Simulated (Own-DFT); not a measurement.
# Device materials side by side: how hard are they to compress?

The numbers are computed, not measured, by runs of the plane-wave DFT program Own-DFT (in-house, retired, unreviewed) at fixed positions, with no spin and no spin-orbit coupling.

Known weak points (not all hold for every row): forces on such cells moved up to 12 meV/angstrom on a denser k mesh; forces not confirmed at this smearing and k mesh; k mesh not checked against a denser one; forces on such cells passed a denser k mesh, each cell not checked; stress not checked against mesh or cutoff.

All runs are PBE with PseudoDojo norm-conserving files; cutoff and k mesh are each material's own. Every cell starts from measured lattice constants and was given uniform random strains and small random moves of its atoms. Each triple is the change of volume in per cent, the rms move u in Å and the pressure in GPa.

- wurtzite AlN (Al64N64), 10.45 Å³/atom unstrained: (-2.90, 0.048, 12.29); (-1.59, 0.051, 9.50); (-1.01, 0.054, 8.12); (-1.00, 0.049, 8.14); (0.60, 0.047, 4.28); (0.93, 0.050, 3.80); (2.00, 0.047, 1.25)
- wurtzite GaN (Ga48N48), 11.42 Å³/atom unstrained: (-3.13, 0.053, 14.58); (-1.35, 0.049, 10.48); (-0.83, 0.053, 9.78); (-0.01, 0.047, 7.44); (0.88, 0.050, 5.92); (0.90, 0.053, 6.26); (1.50, 0.052, 4.84)
- diamond silicon (Si64), 20.02 Å³/atom unstrained: (-3.22, 0.051, 6.26); (-3.02, 0.048, 5.76); (-2.94, 0.047, 5.64); (0.58, 0.050, 2.09); (0.83, 0.050, 1.71); (1.02, 0.051, 1.72); (2.57, 0.047, 0.23)
- zincblende GaAs (As32Ga32), 22.58 Å³/atom unstrained: withheld
- zincblende InP (In48P48), 25.27 Å³/atom unstrained: (-2.99, 0.049, 6.43); (-2.57, 0.048, 5.58); (-1.27, 0.050, 4.72); (-1.21, 0.047, 4.72); (0.65, 0.048, 3.12); (2.63, 0.050, 1.89); (3.63, 0.048, 1.14)
- grey tin (Sn64), 34.15 Å³/atom unstrained: (-2.88, 0.048, 5.35); (-2.37, 0.049, 4.99); (-1.81, 0.043, 4.70); (-1.28, 0.043, 4.33); (-1.21, 0.052, 4.50); (1.80, 0.049, 2.77); (2.10, 0.050, 2.74)

## Analysis

Fit a line to each set against the fractional change of volume; B is minus its slope, and u is nearly the same within a set. To take it to zero pressure, assume that B rises by 4 GPa for each GPa: B0 = B - 4 x (mean pressure). The bond length of an ideal tetrahedral crystal with the unstrained volume v is d = (√3/4)(8 v)^(1/3). Cohen's empirical rule reads B0 = (1971 - 220 L) d^(-3.5) GPa, with L = 0 for group IV crystals and SiC and 1 for III-V compounds.

```
                  material  L  d (Å)  B (GPa)  mean P (GPa)  B0 (GPa)  rule (GPa)
    wurtzite AlN (Al64N64)  1  1.893  227 ± 3           6.8   199 ± 3         188
    wurtzite GaN (Ga48N48)  1  1.950  209 ± 7           8.5   176 ± 7         169
    diamond silicon (Si64)  0  2.352  103 ± 3           3.3    89 ± 3          99
zincblende GaAs (As32Ga32)  1  2.448        ?             ?         ?          76
  zincblende InP (In48P48)  1  2.541   76 ± 3           3.9    60 ± 3          67
           grey tin (Sn64)  0  2.810   52 ± 2           4.2    36 ± 2          53
```

A line through ln[B0/(1971 - 220 L)] against ln d has a slope of -4.5 ± 0.2 and a scatter of 8 %. Against the rule, B0 stands at 106 % for wurtzite AlN, 104 % for wurtzite GaN, 90 % for diamond silicon, 90 % for zincblende InP, 67 % for grey tin. PBE tends to make silicon and heavier crystals too soft, and the rule itself is only a guide.

## Check

Asked: what B0 does the fitted trend give for zincblende GaAs (As32Ga32)?

Estimate: 64 GPa. Its own runs give B = 71 ± 2 GPa at a mean pressure of 3.6 GPa, so B0 = 57 GPa.
